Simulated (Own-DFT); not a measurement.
Simulation results for InGa3As4 (zincblende random alloy, strained, atoms displaced), Al3GaAs4 (zincblende random alloy, atoms displaced), Al3GaN4 (wurtzite random alloy, strained, atoms displaced)

A calculation, not a measurement: plane-wave PBE density functional theory by an unreviewed code, no spin, of a simulated periodic cell, stress positive in tension, free energy of the whole cell less one offset for each atom, forces on such cells passed a denser k mesh, this cell's mesh not checked; offsets are fitted by least squares, one for each functional and potential file, so energies compare only between cells with the same atoms and settings and are not formation energies; the far tail of each file's local potential was reset to the Coulomb form; each entry is a single point on an unrelaxed cell, so the pressure reflects the starting lattice, mostly measured values, from which strain is counted, and rises with the displacements; printed positions are rounded, which can move forces by about a meV/angstrom; the program is a retired in-house code; no spin-orbit coupling; before rounding, a Quantum ESPRESSO 7.3.1 run of the same cell and cutoff gave forces within 1 meV/angstrom rms on each cell, which checks the program and not the settings. Program: Own-DFT development build.

Common to all runs: functional PBE; potential files PseudoDojo norm-conserving, scalar-relativistic, standard set; wave cutoff 42 hartree; occupations Fermi-Dirac; smearing width 0.1 eV.

(1) InGa3As4 (zincblende random alloy, strained, atoms displaced)

```cif
# cell vector a (Å): 11.3066 0.0000 0.0000
# cell vector b (Å): 0.0000 11.3066 0.0000
# cell vector c (Å): 0.0000 0.0000 11.7318
data_InGa3As4
_symmetry_space_group_name_H-M 'P 1'
_symmetry_Int_Tables_number 1
_cell_length_a 11.3066
_cell_length_b 11.3066
_cell_length_c 11.7318
_cell_angle_alpha 90.000
_cell_angle_beta 90.000
_cell_angle_gamma 90.000
_cell_volume 1499.78
loop_
_atom_site_label
_atom_site_type_symbol
_atom_site_fract_x
_atom_site_fract_y
_atom_site_fract_z
_atom_site_occupancy
Ga1 Ga 0.99536 0.00524 0.99635 1
Ga2 Ga 0.00612 0.25050 0.25030 1
Ga3 Ga 0.24624 0.00039 0.24559 1
Ga4 Ga 0.24644 0.24930 0.00252 1
As1 As 0.13242 0.12575 0.11925 1
As2 As 0.12804 0.37190 0.37582 1
As3 As 0.37574 0.13019 0.37790 1
As4 As 0.36446 0.36951 0.11686 1
Ga5 Ga 0.00406 0.99627 0.50083 1
Ga6 Ga 0.99696 0.24783 0.75004 1
Ga7 Ga 0.25092 0.00446 0.75716 1
Ga8 Ga 0.25138 0.24407 0.49937 1
As5 As 0.12197 0.12165 0.62700 1
As6 As 0.12472 0.37731 0.87628 1
As7 As 0.37580 0.12725 0.87335 1
As8 As 0.37812 0.37035 0.61715 1
Ga9 Ga 0.99660 0.50314 0.99710 1
Ga10 Ga 0.99550 0.74478 0.25477 1
In1 In 0.24628 0.49321 0.23982 1
In2 In 0.25605 0.74806 0.99650 1
As9 As 0.11874 0.62528 0.12571 1
As10 As 0.12601 0.87431 0.37854 1
As11 As 0.37351 0.62714 0.38142 1
As12 As 0.36922 0.86390 0.12158 1
Ga11 Ga 0.00157 0.49773 0.49993 1
Ga12 Ga 0.99596 0.75657 0.75866 1
Ga13 Ga 0.24961 0.49968 0.74873 1
In3 In 0.25311 0.74915 0.50014 1
As13 As 0.12818 0.61825 0.61910 1
As14 As 0.12795 0.87296 0.87323 1
As15 As 0.37130 0.61976 0.87178 1
As16 As 0.37863 0.88690 0.62145 1
Ga14 Ga 0.49862 0.99794 0.00296 1
In4 In 0.49931 0.24894 0.24453 1
Ga15 Ga 0.75141 0.99981 0.25248 1
Ga16 Ga 0.75139 0.25194 0.99703 1
As17 As 0.62575 0.12110 0.13122 1
As18 As 0.62046 0.37349 0.37779 1
As19 As 0.87505 0.12586 0.37731 1
As20 As 0.88149 0.37374 0.12579 1
In5 In 0.50063 0.99537 0.49969 1
In6 In 0.49908 0.25756 0.74176 1
In7 In 0.75163 0.00235 0.75370 1
Ga17 Ga 0.74915 0.25436 0.49720 1
As21 As 0.62222 0.11952 0.63080 1
As22 As 0.62744 0.37477 0.87593 1
As23 As 0.87075 0.12092 0.88235 1
As24 As 0.87414 0.37071 0.62086 1
Ga18 Ga 0.49891 0.49394 0.99785 1
Ga19 Ga 0.49595 0.74293 0.25257 1
Ga20 Ga 0.75138 0.50127 0.24944 1
Ga21 Ga 0.75094 0.74851 0.00093 1
As25 As 0.62591 0.62606 0.12570 1
As26 As 0.63489 0.87787 0.37270 1
As27 As 0.87031 0.63034 0.37928 1
As28 As 0.88149 0.86975 0.12603 1
Ga22 Ga 0.50120 0.49993 0.49802 1
In8 In 0.49794 0.74803 0.74436 1
Ga23 Ga 0.75909 0.49921 0.74809 1
Ga24 Ga 0.75048 0.75343 0.49968 1
As29 As 0.62836 0.62461 0.62351 1
As30 As 0.62468 0.87744 0.87795 1
As31 As 0.88180 0.62680 0.87925 1
As32 As 0.87111 0.87594 0.61308 1
```

Here we set k mesh 3 x 3 x 3 centred on Gamma.

It finds free energy of cell above offsets -21.615 eV; pressure 5.92 GPa; stress xx -6.53 GPa; stress yy -6.54 GPa; stress zz -4.71 GPa; stress yz -0.04 GPa; stress xz -0.04 GPa; stress xy 0.34 GPa.

Force:
| element | x (eV/Å) | y (eV/Å) | z (eV/Å) |
| --- | --- | --- | --- |
| Ga | 0.942 | -0.892 | 0.721 |
| Ga | -0.157 | -0.467 | 0.04 |
| Ga | 0.499 | -0.251 | 0.538 |
| Ga | 0.047 | -0.207 | -1.478 |
| As | -1.256 | -0.396 | 0.526 |
| As | -0.762 | -0.595 | 0.951 |
| As | -1.37 | -0.945 | -0.605 |
| As | 1.737 | 0.109 | -1.175 |
| Ga | -0.264 | 0.417 | -0.3 |
| Ga | 0.101 | 0.057 | 0.337 |
| Ga | -0.127 | -0.227 | -0.619 |
| Ga | -0.582 | 0.196 | 0.286 |
| As | 0.345 | 0.195 | 0.126 |
| As | -0.212 | -0.324 | -0.283 |
| As | -0.382 | -0.297 | 1.208 |
| As | -1.868 | 1.902 | -0.955 |
| Ga | 0.581 | -0.52 | 0.588 |
| Ga | 0.503 | 0.409 | 0.038 |
| In | 0.163 | 1.056 | 1.277 |
| In | -1.701 | -1.073 | -0.309 |
| As | -1.116 | 0.439 | -0.393 |
| As | -0.88 | 0.726 | -1.577 |
| As | 1.612 | -1.542 | -1.61 |
| As | 2.002 | 2.294 | 2.242 |
| Ga | -0.244 | -0.013 | -0.345 |
| Ga | 0.256 | -0.303 | -1.503 |
| Ga | -0.031 | -0.581 | -0.466 |
| In | -0.292 | 0.96 | 1.073 |
| As | -1.254 | -0.061 | 1.693 |
| As | -0.942 | 1.353 | -0.421 |
| As | 0.863 | -1.54 | -0.296 |
| As | -2.297 | -0.908 | 2.228 |
| Ga | -0.119 | 0.059 | 0.121 |
| In | -0.476 | 0.632 | 0.216 |
| Ga | 0.808 | 0.011 | -0.474 |
| Ga | -0.198 | -0.105 | 0.94 |
| As | 1.095 | -0.78 | -1.773 |
| As | 1.037 | 1.002 | -0.014 |
| As | 0.379 | 0.024 | -0.23 |
| As | -0.527 | 0.11 | -0.127 |
| In | 1.19 | 1.137 | -1.506 |
| In | 0.57 | -0.735 | 1.256 |
| In | 0.194 | -0.889 | -0.636 |
| Ga | -0.406 | -0.836 | 0.333 |
| As | 1.076 | 1.337 | -1.584 |
| As | 0.758 | 0.816 | 0.272 |
| As | 1.147 | 1.723 | 0.084 |
| As | 0.305 | 0.262 | 0.346 |
| Ga | 0.014 | 0.403 | 0.233 |
| Ga | 0.512 | 0.568 | 0.042 |
| Ga | -0.036 | -0.252 | 0.238 |
| Ga | -0.073 | 0.332 | 0.011 |
| As | -0.388 | -0.478 | -0.177 |
| As | -0.52 | -1.3 | -0.713 |
| As | 0.332 | -0.993 | -0.108 |
| As | -0.475 | 0.628 | -0.064 |
| Ga | 0.05 | 0.226 | 0.182 |
| In | -0.003 | 0.464 | 0.537 |
| Ga | -0.265 | 0.207 | 0.226 |
| Ga | -0.544 | -0.412 | -0.111 |
| As | 0.879 | -0.951 | -0.762 |
| As | -0.266 | -0.81 | 1.26 |
| As | -1.058 | 0.063 | -0.605 |
| As | 1.093 | -0.434 | 1.051 |

(2) Al3GaAs4 (zincblende random alloy, atoms displaced)

```cif
# cell vector a (Å): 11.3183 0.0000 0.0000
# cell vector b (Å): 0.0000 11.3183 0.0000
# cell vector c (Å): 0.0000 0.0000 11.3183
data_Al3GaAs4
_symmetry_space_group_name_H-M 'P 1'
_symmetry_Int_Tables_number 1
_cell_length_a 11.3183
_cell_length_b 11.3183
_cell_length_c 11.3183
_cell_angle_alpha 90.000
_cell_angle_beta 90.000
_cell_angle_gamma 90.000
_cell_volume 1449.92
loop_
_atom_site_label
_atom_site_type_symbol
_atom_site_fract_x
_atom_site_fract_y
_atom_site_fract_z
_atom_site_occupancy
Ga1 Ga 0.99784 0.00686 0.00375 1
Al1 Al 0.99544 0.25071 0.24855 1
Al2 Al 0.24588 0.99990 0.24885 1
Al3 Al 0.25127 0.25070 0.99970 1
As1 As 0.12319 0.12363 0.13095 1
As2 As 0.12517 0.37148 0.37318 1
As3 As 0.37763 0.12628 0.37644 1
As4 As 0.37185 0.37344 0.12442 1
Al4 Al 0.99938 0.00057 0.50010 1
Al5 Al 0.00150 0.24262 0.75190 1
Ga2 Ga 0.24943 0.99774 0.75281 1
Al6 Al 0.25287 0.25408 0.49550 1
As5 As 0.12531 0.12039 0.62304 1
As6 As 0.12405 0.37357 0.88247 1
As7 As 0.37641 0.12583 0.87523 1
As8 As 0.37680 0.37303 0.62765 1
Al7 Al 0.00341 0.50091 0.00152 1
Al8 Al 0.00025 0.75259 0.25035 1
Ga3 Ga 0.24961 0.50147 0.25127 1
Al9 Al 0.25039 0.75239 0.99754 1
As9 As 0.12661 0.62544 0.12538 1
As10 As 0.12517 0.87495 0.37306 1
As11 As 0.37655 0.62385 0.37492 1
As12 As 0.37760 0.87669 0.11814 1
Al10 Al 0.00457 0.49865 0.49973 1
Al11 Al 0.99822 0.74849 0.74985 1
Ga4 Ga 0.25202 0.50200 0.75404 1
Al12 Al 0.24642 0.74821 0.50407 1
As13 As 0.12330 0.62607 0.62612 1
As14 As 0.12456 0.87858 0.87688 1
As15 As 0.37208 0.62973 0.87290 1
As16 As 0.37177 0.88391 0.62643 1
Al13 Al 0.49842 0.00177 0.00143 1
Ga5 Ga 0.49974 0.25180 0.24974 1
Al14 Al 0.75283 0.99433 0.24914 1
Ga6 Ga 0.74963 0.25142 0.00392 1
As17 As 0.62481 0.12592 0.12404 1
As18 As 0.62855 0.37743 0.37794 1
As19 As 0.87210 0.12729 0.37651 1
As20 As 0.86703 0.37955 0.12755 1
Al15 Al 0.50111 0.00558 0.49821 1
Al16 Al 0.50351 0.24840 0.74597 1
Ga7 Ga 0.75304 0.99689 0.75131 1
Al17 Al 0.74801 0.24800 0.50337 1
As21 As 0.62362 0.12581 0.62460 1
As22 As 0.62336 0.37460 0.87241 1
As23 As 0.88157 0.12503 0.87201 1
As24 As 0.87689 0.37726 0.62279 1
Al18 Al 0.50062 0.50103 0.99656 1
Al19 Al 0.50122 0.75195 0.24478 1
Ga8 Ga 0.75358 0.50256 0.25301 1
Al20 Al 0.74735 0.75283 0.00264 1
As25 As 0.62356 0.62698 0.12599 1
As26 As 0.62268 0.87879 0.37185 1
As27 As 0.87613 0.62441 0.37718 1
As28 As 0.87292 0.87397 0.12354 1
Al21 Al 0.50067 0.49914 0.50225 1
Al22 Al 0.50074 0.75043 0.75404 1
Al23 Al 0.74934 0.50169 0.75006 1
Al24 Al 0.75108 0.74856 0.49681 1
As29 As 0.62523 0.62911 0.62324 1
As30 As 0.62804 0.87599 0.87859 1
As31 As 0.87490 0.62652 0.87373 1
As32 As 0.87351 0.87115 0.62523 1
```

Settings of this run: k mesh 3 x 3 x 3 centred on Gamma.

Results for Al3GaAs4 (zincblende random alloy, atoms displaced): free energy of cell above offsets -20.177 eV; pressure 2.97 GPa; stress xx -2.98 GPa; stress yy -2.96 GPa; stress zz -2.96 GPa; stress yz -0.15 GPa; stress xz 0.15 GPa; stress xy -0.07 GPa.

Force:
| element | x (eV/Å) | y (eV/Å) | z (eV/Å) |
| --- | --- | --- | --- |
| Ga | 0.229 | -0.626 | -0.084 |
| Al | -0.136 | 0.093 | 0.127 |
| Al | 0.866 | -0.189 | 0.205 |
| Al | -0.138 | -0.513 | 0.246 |
| As | 0.096 | 0.679 | -0.539 |
| As | -0.185 | 0.35 | -0.127 |
| As | -0.459 | -0.056 | -0.537 |
| As | 0.44 | 0.478 | -0.03 |
| Al | -0.238 | -0.209 | -0.146 |
| Al | 0.469 | 1.074 | -0.739 |
| Ga | -0.117 | 0.573 | 0.1 |
| Al | -0.172 | -0.477 | 0.611 |
| As | 0.359 | 0.603 | -0.001 |
| As | 0.008 | -0.081 | -0.83 |
| As | -0.039 | 0.12 | -0.162 |
| As | -0.269 | 0.289 | -0.18 |
| Al | -0.683 | 0.124 | 0.106 |
| Al | -0.094 | -0.298 | -0.137 |
| Ga | 0.096 | -0.179 | -0.028 |
| Al | -0.283 | 0.015 | 0.215 |
| As | -0.076 | 0.348 | -0.013 |
| As | -0.05 | -0.069 | 0.426 |
| As | -0.006 | 0.431 | 0.168 |
| As | -0.566 | -0.109 | 0.762 |
| Al | -0.142 | -0.045 | -0.067 |
| Al | 0.226 | 0.375 | 0.265 |
| Ga | -0.399 | -0.439 | -0.265 |
| Al | 0.601 | 0.369 | -0.354 |
| As | 0.096 | -0.344 | 0.179 |
| As | -0.518 | -0.37 | 0.061 |
| As | 0.455 | -0.286 | 0.418 |
| As | 0.689 | -1.02 | -0.356 |
| Al | 0.441 | 0.256 | -0.433 |
| Ga | 0.252 | 0.175 | 0.081 |
| Al | -0.252 | 0.832 | 0.057 |
| Ga | -0.012 | -0.165 | -0.648 |
| As | 0.142 | -0.33 | 0.346 |
| As | -0.315 | -0.213 | -0.136 |
| As | 0.097 | -0.384 | -0.14 |
| As | 1.106 | -0.206 | -0.406 |
| Al | -0.12 | -0.508 | 0.215 |
| Al | -0.405 | 0.034 | 0.568 |
| Ga | -0.161 | 0.249 | -0.107 |
| Al | 0.286 | 0.427 | -0.136 |
| As | 0.496 | -0.465 | 0.207 |
| As | 0.252 | 0.029 | 0.088 |
| As | -1.175 | 0.004 | 0.661 |
| As | -0.018 | -0.419 | 0.488 |
| Al | -0.321 | -0.046 | 0.259 |
| Al | -0.424 | 0.054 | 0.479 |
| Ga | -0.706 | 0.226 | 0.12 |
| Al | 0.294 | -0.539 | -0.256 |
| As | 0.237 | -0.428 | -0.203 |
| As | 0.096 | -0.463 | 0.348 |
| As | 0.504 | 0.191 | -0.133 |
| As | 0.475 | 0.011 | 0.029 |
| Al | -0.011 | 0.114 | -0.056 |
| Al | -0.016 | 0.571 | -0.635 |
| Al | 0.084 | -0.059 | -0.226 |
| Al | -0.388 | 0.387 | -0.01 |
| As | -0.143 | -0.204 | 0.244 |
| As | -0.5 | 0.162 | -0.152 |
| As | -0.092 | -0.137 | 0.552 |
| As | 0.239 | 0.23 | -0.356 |

(3) Al3GaN4 (wurtzite random alloy, strained, atoms displaced)

```cif
# cell vector a (Å): 9.5581 0.0000 0.0000
# cell vector b (Å): -4.7791 8.2776 0.0000
# cell vector c (Å): 0.0000 0.0000 10.0655
data_Al3GaN4
_symmetry_space_group_name_H-M 'P 1'
_symmetry_Int_Tables_number 1
_cell_length_a 9.5581
_cell_length_b 9.5582
_cell_length_c 10.0655
_cell_angle_alpha 90.000
_cell_angle_beta 90.000
_cell_angle_gamma 120.000
_cell_volume 796.36
loop_
_atom_site_label
_atom_site_type_symbol
_atom_site_fract_x
_atom_site_fract_y
_atom_site_fract_z
_atom_site_occupancy
Al1 Al 0.10769 0.22869 0.99667 1
Al2 Al 0.22136 0.10903 0.24424 1
N1 N 0.12132 0.23602 0.19898 1
N2 N 0.22096 0.11587 0.44318 1
Al3 Al 0.11214 0.22765 0.49971 1
Ga1 Ga 0.21557 0.11478 0.75680 1
N3 N 0.10663 0.22476 0.69233 1
N4 N 0.22039 0.10555 0.94522 1
Al4 Al 0.11090 0.56249 0.00027 1
Al5 Al 0.21640 0.43301 0.25341 1
N5 N 0.10965 0.56437 0.19310 1
N6 N 0.21858 0.44477 0.44896 1
Al6 Al 0.10274 0.55407 0.49752 1
Al7 Al 0.21362 0.43554 0.74936 1
N7 N 0.11764 0.55961 0.68183 1
N8 N 0.22191 0.44613 0.93389 1
Al8 Al 0.10512 0.89220 0.00003 1
Ga2 Ga 0.22184 0.77826 0.24996 1
N9 N 0.10380 0.88789 0.18518 1
N10 N 0.22683 0.77945 0.44584 1
Al9 Al 0.11582 0.89027 0.49322 1
Ga3 Ga 0.22264 0.77574 0.75030 1
N11 N 0.10771 0.88092 0.69285 1
N12 N 0.20700 0.76833 0.93763 1
Ga4 Ga 0.44549 0.21494 0.00069 1
Ga5 Ga 0.55614 0.10578 0.25843 1
N13 N 0.45443 0.21800 0.18707 1
N14 N 0.55423 0.11292 0.42822 1
Al10 Al 0.44276 0.22374 0.49763 1
Ga6 Ga 0.55126 0.10310 0.75491 1
N15 N 0.44311 0.22864 0.69375 1
N16 N 0.54932 0.09975 0.94100 1
Al11 Al 0.44440 0.55527 0.00287 1
Al12 Al 0.56078 0.45304 0.25431 1
N17 N 0.45181 0.55531 0.18691 1
N18 N 0.56272 0.44845 0.44964 1
Al13 Al 0.44547 0.54776 0.48855 1
Ga7 Ga 0.54665 0.43741 0.75175 1
N19 N 0.44789 0.55845 0.67946 1
N20 N 0.55553 0.43782 0.93842 1
Al14 Al 0.44189 0.88602 0.00838 1
Al15 Al 0.55447 0.76429 0.25773 1
N21 N 0.44437 0.89759 0.19000 1
N22 N 0.55073 0.77866 0.43748 1
Al16 Al 0.44023 0.89011 0.49050 1
Al17 Al 0.55463 0.78470 0.75634 1
N23 N 0.45097 0.89597 0.67846 1
N24 N 0.55986 0.76892 0.93733 1
Ga8 Ga 0.76537 0.21306 0.99708 1
Al18 Al 0.89551 0.10429 0.24935 1
N25 N 0.77677 0.22383 0.20152 1
N26 N 0.88869 0.11045 0.44255 1
Al19 Al 0.78238 0.22752 0.50310 1
Ga9 Ga 0.89205 0.11198 0.75142 1
N27 N 0.77788 0.22395 0.70335 1
N28 N 0.87981 0.09938 0.93627 1
Al20 Al 0.78278 0.56374 0.99339 1
Al21 Al 0.89076 0.44866 0.25109 1
N29 N 0.78592 0.56218 0.19458 1
N30 N 0.89165 0.44761 0.44327 1
Al22 Al 0.78031 0.56121 0.50466 1
Al23 Al 0.88433 0.45099 0.74901 1
N31 N 0.79263 0.55567 0.68603 1
N32 N 0.88597 0.44229 0.93817 1
Al24 Al 0.78496 0.89141 0.99468 1
Al25 Al 0.89092 0.77771 0.25639 1
N33 N 0.78224 0.89507 0.19409 1
N34 N 0.88666 0.77860 0.43868 1
Al26 Al 0.77595 0.89301 0.50331 1
Al27 Al 0.89291 0.78456 0.75161 1
N35 N 0.78343 0.89487 0.68938 1
N36 N 0.88687 0.78427 0.93204 1
```

It was run with k mesh 4 x 4 x 3 centred on Gamma.

Results for Al3GaN4 (wurtzite random alloy, strained, atoms displaced): free energy of cell above offsets -16.799 eV; pressure 0.02 GPa; stress xx 4.84 GPa; stress yy 0.87 GPa; stress zz -5.76 GPa; stress yz -0.48 GPa; stress xz -0.46 GPa; stress xy 0.32 GPa.

Force:
| element | x (eV/Å) | y (eV/Å) | z (eV/Å) |
| --- | --- | --- | --- |
| Al | 0.469 | -0.569 | 0.459 |
| Al | 0.831 | 0.629 | 0.463 |
| N | -0.178 | -3.667 | -2.253 |
| N | 0.422 | -0.358 | -0.909 |
| Al | -0.262 | -0.897 | 0.298 |
| Ga | 1.145 | -0.918 | -1.336 |
| N | 0.813 | 0.264 | -0.851 |
| N | -1.554 | 0.819 | 0.813 |
| Al | -0.215 | -1.71 | -0.03 |
| Al | -0.489 | 3.962 | 0.974 |
| N | 1.248 | -2.28 | -0.677 |
| N | 0.496 | 0.056 | -1.837 |
| Al | 1.378 | 0.751 | 0.482 |
| Al | 0.484 | 2.506 | -1.357 |
| N | -0.585 | -1.651 | 1.199 |
| N | -0.11 | 0.02 | 1.629 |
| Al | 0.613 | -1.073 | -0.651 |
| Ga | -0.1 | 0.907 | 0.257 |
| N | -0.088 | 0.762 | 0.861 |
| N | -1.371 | -0.381 | -0.702 |
| Al | -0.8 | 0.053 | 1.435 |
| Ga | 0.34 | 0.115 | -1.069 |
| N | -0.733 | 1.406 | -1.157 |
| N | 0.995 | 1.912 | 1.751 |
| Ga | -0.306 | 0.71 | -0.129 |
| Ga | 0.404 | 1.132 | -4.13 |
| N | -2.56 | 1.288 | 1.695 |
| N | -0.131 | 0.258 | 6.811 |
| Al | 0.445 | -0.241 | 0.596 |
| Ga | -0.432 | 1.206 | -1.362 |
| N | 0.31 | -2.389 | -1.52 |
| N | -0.295 | -1.117 | 0.583 |
| Al | 0.53 | -0.703 | -1.522 |
| Al | 1.566 | -1.507 | -0.625 |
| N | -1.17 | -0.502 | 1.277 |
| N | -0.156 | -0.668 | -1.872 |
| Al | -1.384 | 1.444 | 2.176 |
| Ga | 0.379 | 2.329 | -0.821 |
| N | -0.893 | 0.205 | 1.146 |
| N | -0.273 | 1.418 | 1.653 |
| Al | -0.036 | -0.71 | -1.277 |
| Al | -0.381 | 2.32 | -1.685 |
| N | 1.303 | -2.761 | -0.047 |
| N | 0.771 | -0.456 | 0.619 |
| Al | 1.158 | 0.456 | 0.764 |
| Al | 0.662 | -1.075 | -2.477 |
| N | 0.244 | -1.275 | 0.858 |
| N | -1.179 | 1.017 | 1.473 |
| Ga | 1.079 | 1.217 | 1.259 |
| Al | -1.705 | 1.678 | 0.803 |
| N | 1.996 | 0.307 | -1.221 |
| N | 0.086 | 0.447 | 0.018 |
| Al | -0.388 | -0.594 | -0.04 |
| Ga | -1.11 | -0.023 | -0.93 |
| N | -0.187 | 0.841 | -2.052 |
| N | 1.089 | 1.619 | 2.136 |
| Al | -0.15 | -1.029 | 0.723 |
| Al | -0.223 | -0.722 | 0.024 |
| N | -0.889 | -0.191 | -0.768 |
| N | -0.884 | -0.316 | -0.455 |
| Al | 0.663 | -0.079 | -0.596 |
| Al | 2.821 | -1.282 | 0.449 |
| N | -2.791 | 1.792 | 0.605 |
| N | 0.088 | 0.956 | 0.464 |
| Al | -1.247 | -1.003 | 1.294 |
| Al | -0.584 | 0.195 | -1.141 |
| N | 0.196 | -1.676 | -0.911 |
| N | 0.303 | 0.368 | 1.042 |
| Al | 0.152 | -0.381 | -0.571 |
| Al | -0.039 | -0.941 | -1.864 |
| N | -0.48 | -1.567 | 0.179 |
| N | 0.874 | -0.654 | 1.58 |

(4) Al3GaAs4 (zincblende random alloy, atoms displaced)

```cif
# cell vector a (Å): 11.3183 0.0000 0.0000
# cell vector b (Å): 0.0000 11.3183 0.0000
# cell vector c (Å): 0.0000 0.0000 11.3183
data_Al3GaAs4
_symmetry_space_group_name_H-M 'P 1'
_symmetry_Int_Tables_number 1
_cell_length_a 11.3183
_cell_length_b 11.3183
_cell_length_c 11.3183
_cell_angle_alpha 90.000
_cell_angle_beta 90.000
_cell_angle_gamma 90.000
_cell_volume 1449.92
loop_
_atom_site_label
_atom_site_type_symbol
_atom_site_fract_x
_atom_site_fract_y
_atom_site_fract_z
_atom_site_occupancy
Al1 Al 0.00194 0.00023 0.00059 1
Al2 Al 0.00427 0.24813 0.25057 1
Al3 Al 0.25099 0.99601 0.24619 1
Ga1 Ga 0.24747 0.24847 0.99967 1
As1 As 0.12142 0.12396 0.12491 1
As2 As 0.12505 0.37632 0.37992 1
As3 As 0.37008 0.12154 0.37489 1
As4 As 0.37609 0.37468 0.12429 1
Ga2 Ga 0.00179 0.99997 0.50038 1
Al4 Al 0.00296 0.24965 0.75181 1
Ga3 Ga 0.25097 0.99693 0.74553 1
Al5 Al 0.24642 0.25058 0.49946 1
As5 As 0.12304 0.12390 0.62598 1
As6 As 0.12506 0.37445 0.87584 1
As7 As 0.37757 0.12159 0.87257 1
As8 As 0.36849 0.37791 0.62580 1
Ga4 Ga 0.99901 0.49931 0.00100 1
Al6 Al 0.00236 0.75422 0.25065 1
Al7 Al 0.24999 0.50053 0.25021 1
Al8 Al 0.25200 0.75063 0.00110 1
As9 As 0.12552 0.62080 0.12501 1
As10 As 0.12465 0.88192 0.37440 1
As11 As 0.37427 0.62387 0.37325 1
As12 As 0.37431 0.87527 0.12466 1
Al9 Al 0.99644 0.49448 0.50145 1
Al10 Al 0.99741 0.74728 0.75071 1
Al11 Al 0.24455 0.50299 0.75188 1
Al12 Al 0.24437 0.75188 0.49841 1
As13 As 0.12438 0.62916 0.62128 1
As14 As 0.12451 0.87306 0.87366 1
As15 As 0.37984 0.62644 0.86834 1
As16 As 0.37264 0.87697 0.62546 1
Al13 Al 0.49826 0.00565 0.00050 1
Al14 Al 0.49374 0.25112 0.24753 1
Ga5 Ga 0.75069 0.99850 0.25097 1
Al15 Al 0.74868 0.25475 0.99787 1
As17 As 0.62533 0.12305 0.12435 1
As18 As 0.62606 0.37009 0.37963 1
As19 As 0.87319 0.13299 0.37658 1
As20 As 0.87771 0.37350 0.12217 1
Al16 Al 0.50498 0.00017 0.50088 1
Al17 Al 0.50389 0.25085 0.75317 1
Ga6 Ga 0.74861 0.00186 0.75226 1
Al18 Al 0.74776 0.24733 0.49803 1
As21 As 0.62386 0.12395 0.62404 1
As22 As 0.62766 0.37317 0.87902 1
As23 As 0.87645 0.12737 0.87321 1
As24 As 0.87868 0.37408 0.62546 1
Al19 Al 0.50049 0.50183 0.00019 1
Al20 Al 0.49895 0.75000 0.24903 1
Ga7 Ga 0.75289 0.50137 0.25417 1
Ga8 Ga 0.74696 0.74832 0.00155 1
As25 As 0.62172 0.62346 0.12474 1
As26 As 0.62732 0.87700 0.37425 1
As27 As 0.87301 0.62449 0.37510 1
As28 As 0.87278 0.87604 0.12501 1
Al21 Al 0.49897 0.49978 0.50233 1
Al22 Al 0.49572 0.75508 0.75379 1
Al23 Al 0.75147 0.49643 0.75101 1
Al24 Al 0.75262 0.75456 0.49777 1
As29 As 0.62821 0.62704 0.62330 1
As30 As 0.62185 0.87654 0.87304 1
As31 As 0.87298 0.62497 0.87437 1
As32 As 0.87488 0.87128 0.62182 1
```

It was run with k mesh 3 x 3 x 3 centred on Gamma.

It finds free energy of cell above offsets -20.179 eV; pressure 2.96 GPa; stress xx -2.95 GPa; stress yy -2.94 GPa; stress zz -2.98 GPa; stress yz 0.01 GPa; stress xz -0.08 GPa; stress xy -0.21 GPa.

Force:
| element | x (eV/Å) | y (eV/Å) | z (eV/Å) |
| --- | --- | --- | --- |
| Al | -0.427 | -0.167 | -0.377 |
| Al | -0.319 | 0.518 | 0.131 |
| Al | -0.169 | 0.542 | 0.102 |
| Ga | 0.405 | -0.145 | -0.07 |
| As | 0.567 | -0.143 | 0.094 |
| As | -0.038 | -0.035 | -0.717 |
| As | 0.377 | 0.215 | 0.045 |
| As | -0.443 | 0.309 | -0.251 |
| Ga | -0.649 | 0.334 | 0.048 |
| Al | -0.157 | 0.005 | -0.215 |
| Ga | -0.355 | 0.374 | 0.482 |
| Al | 0.317 | -0.331 | 0.25 |
| As | 0.28 | 0.187 | 0.004 |
| As | -0.042 | 0.198 | 0.014 |
| As | -0.534 | 0.496 | -0.042 |
| As | 0.488 | -0.365 | 0.268 |
| Ga | -0.031 | 0.132 | -0.26 |
| Al | -0.228 | -0.453 | -0.081 |
| Al | 0.002 | -0.327 | 0.063 |
| Al | -0.116 | -0.413 | -0.33 |
| As | 0.006 | 0.655 | 0.026 |
| As | 0.06 | -0.554 | -0.165 |
| As | 0.017 | 0.318 | 0.308 |
| As | 0.364 | -0.057 | -0.202 |
| Al | 0.22 | 0.866 | -0.151 |
| Al | 0.136 | 0.21 | -0.181 |
| Al | 0.232 | 0.097 | -0.263 |
| Al | 0.648 | 0.124 | -0.204 |
| As | -0.457 | -0.571 | 0.297 |
| As | 0.02 | 0.034 | 0.151 |
| As | -0.724 | -0.371 | 0.917 |
| As | 0.431 | -0.455 | -0.709 |
| Al | 0.248 | -0.619 | 0.045 |
| Al | 0.641 | -0.513 | 0.501 |
| Ga | 0.153 | 0.553 | 0.012 |
| Al | 0.45 | -0.917 | 0.524 |
| As | 0.027 | 0.581 | 0.146 |
| As | -0.611 | 0.523 | -0.645 |
| As | 0.457 | -0.973 | -0.357 |
| As | -0.229 | -0.021 | 0.617 |
| Al | -0.718 | -0.077 | -0.235 |
| Al | -0.523 | 0.153 | -0.453 |
| Ga | 0.308 | -0.247 | -0.352 |
| Al | 0.208 | 0.301 | 0.814 |
| As | 0.19 | 0.341 | 0.28 |
| As | -0.504 | 0.621 | -0.493 |
| As | -0.103 | -0.117 | 0.406 |
| As | -0.601 | -0.514 | 0.222 |
| Al | -0.213 | -0.189 | -0.302 |
| Al | 0.076 | 0.089 | 0.195 |
| Ga | -0.397 | -0.533 | -0.464 |
| Ga | -0.024 | 0.216 | -0.211 |
| As | 0.313 | 0.03 | 0.372 |
| As | -0.4 | -0.351 | -0.022 |
| As | 0.715 | 0.383 | 0.162 |
| As | 0.355 | -0.174 | -0.139 |
| Al | 0.14 | 0.029 | -0.015 |
| Al | 0.668 | -0.182 | -1.006 |
| Al | -0.165 | 0.267 | -0.287 |
| Al | -0.375 | -0.586 | -0.052 |
| As | -0.331 | 0.107 | 0.358 |
| As | 0.15 | 0.117 | 0.604 |
| As | 0.047 | -0.148 | 0.218 |
| As | 0.167 | 0.624 | 0.574 |
